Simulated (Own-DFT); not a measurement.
# Point defects and the pressure they add: C40 NbSi2

Calculated, not measured: single-point runs of Own-DFT, a retired in-house plane-wave DFT program that no person has reviewed, on unrelaxed cells, without spin or spin-orbit coupling.

Common settings: PBE; PseudoDojo norm-conserving scalar-relativistic files; cutoff 42 hartree; 4 x 4 x 5 k mesh centred on Gamma; cold (Marzari-Vanderbilt) smearing of 0.2 eV.

Caveats: forces on such cells failed a check on a denser k mesh; stress not checked against mesh or cutoff.

All runs share one cell, with vectors in Å (0.000, 8.324, 0.000); (-9.613, 0.000, 0.000); (0.000, 0.000, 6.586) and a volume of 527.0 Å³. u is the rms random offset of the atoms per axis. The defect's site can differ from row to row.

```
cell,formula,u (Å),P (GPa)
no defect,Nb12Si24,0.0180,1.47
no defect,Nb12Si24,0.0186,1.50
no defect,Nb12Si24,0.0514,2.61
one Si vacancy,Nb12Si23,0.0288,0.94
one Si vacancy,Nb12Si23,0.0316,1.02
one Si vacancy,Nb12Si23,0.0537,1.83
two Si on a Nb site each,Nb10Si26,0.0287,1.74
two Si on a Nb site each,Nb10Si26,0.0295,1.70
two Si on a Nb site each,Nb10Si26,0.0475,2.27
two Si on a Nb site each,Nb10Si26,0.0510,?
two Nb on a Si site each,Nb14Si22,0.0275,7.61
two Nb on a Si site each,Nb14Si22,0.0315,7.54
two Nb on a Si site each,Nb14Si22,0.0561,8.57
```

## Worked fit

P = P0 + c u² + a shift for each defect gives P0 = 1.37 GPa, c = 445 ± 19 GPa/Å² and a scatter of 0.06 GPa. The shifts, and each times the cell's volume:

- two Nb on a Si site each: 5.82 ± 0.05 GPa, 19.1 eV (9.6 eV for each of its 2 sites)
- two Si on a Nb site each: -0.05 ± 0.05 GPa, -0.2 eV (-0.1 eV for each of its 2 sites) (not resolved)
- one Si vacancy: -0.80 ± 0.05 GPa, -2.6 eV

Positive is outwards. The product with the volume (160.2 GPa Å³ to the eV) is nearly free of the cell's size; divided by the bulk modulus at the cell's pressure it gives the volume that the defect adds. The atoms around the defects weren't relaxed, which would change these numbers.

## Withheld run

The question: what pressure belongs in the blank (two Si on a Nb site each, u = 0.0510 Å)?

The fit gives 2.48 ± 0.08 GPa. DFT gave 2.37 GPa.
